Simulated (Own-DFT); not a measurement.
# A surface energy from a slab and the bulk: wurtzite AlN, m plane (10-10)

Everything here is calculated. The program is Own-DFT (plane waves, in-house, since retired, never reviewed by a person); positions were held fixed, and spin and spin-orbit coupling were off.

Keep in mind: k mesh not checked against a denser one.

Both sets of runs: PBE; PseudoDojo norm-conserving scalar-relativistic files; cutoff 42 hartree; Gaussian smearing of 0.01 eV. The slab has 128 atoms in 16 layers, two equal faces of 62.02 Å² as cut, 15 Å of vacuum, a dipole correction along the normal and a 6 x 3 x 1 mesh. The bulk cell has 72 atoms, the same measured lattice constants and a 4 x 4 x 3 mesh. In the slab only the 32 atoms nearest the faces were moved at random; u is their rms move along one axis. Energies are counted from -174.06 eV for each atom.

| slab run | u (Å) | E (eV, cell) |
|---|---|---|
| 1 | 0.0449 | 20.381 |
| 2 | 0.0469 | 20.829 |
| 3 | 0.0503 | 22.055 |
| 4 | 0.0505 | 20.530 |
| 5 | 0.0508 | 21.014 |
| 6 | 0.0510 | 20.655 |
| 7 | 0.0522 | 22.483 |
| 8 | 0.0940 | 28.016 |
| 9 | 0.0974 | 27.294 |
| 10 | 0.1055 | 29.549 |
| 11 | 0.1090 | 29.848 |
| 12 | 0.1113 | 31.053 |

| bulk run | u (Å) | E (meV/atom) |
|---|---|---|
| 1 | 0.0195 | -2.96 |
| 2 | 0.0197 | -2.53 |
| 3 | 0.0202 | -1.29 |
| 4 | 0.0209 | -0.47 |
| 5 | 0.0212 | 0.08 |
| 6 | 0.0214 | -0.08 |
| 7 | 0.0225 | 0.44 |
| 8 | 0.0941 | 241.18 |
| 9 | 0.0972 | 283.33 |
| 10 | 0.1037 | 334.40 |

Q: what is the energy of the unrelaxed surface?

## Solution

Take each set to u = 0 with E = a + b u². Residuals are scaled by 1/(u² + 0.0006 Å²) to tame the large moves. Slab: a = 18.68 ± 0.36 eV. Bulk: a = -14.4 ± 0.5 meV/atom. The excess is 18.68 - 128 x (-0.0144) = 20.51 ± 0.36 eV. Over two faces that is 165 meV/Å², or 2.65 ± 0.05 J/m². Relaxing the faces would lower the energy, and the unlike meshes and the reach from the smallest u down to zero add errors that aren't counted here.
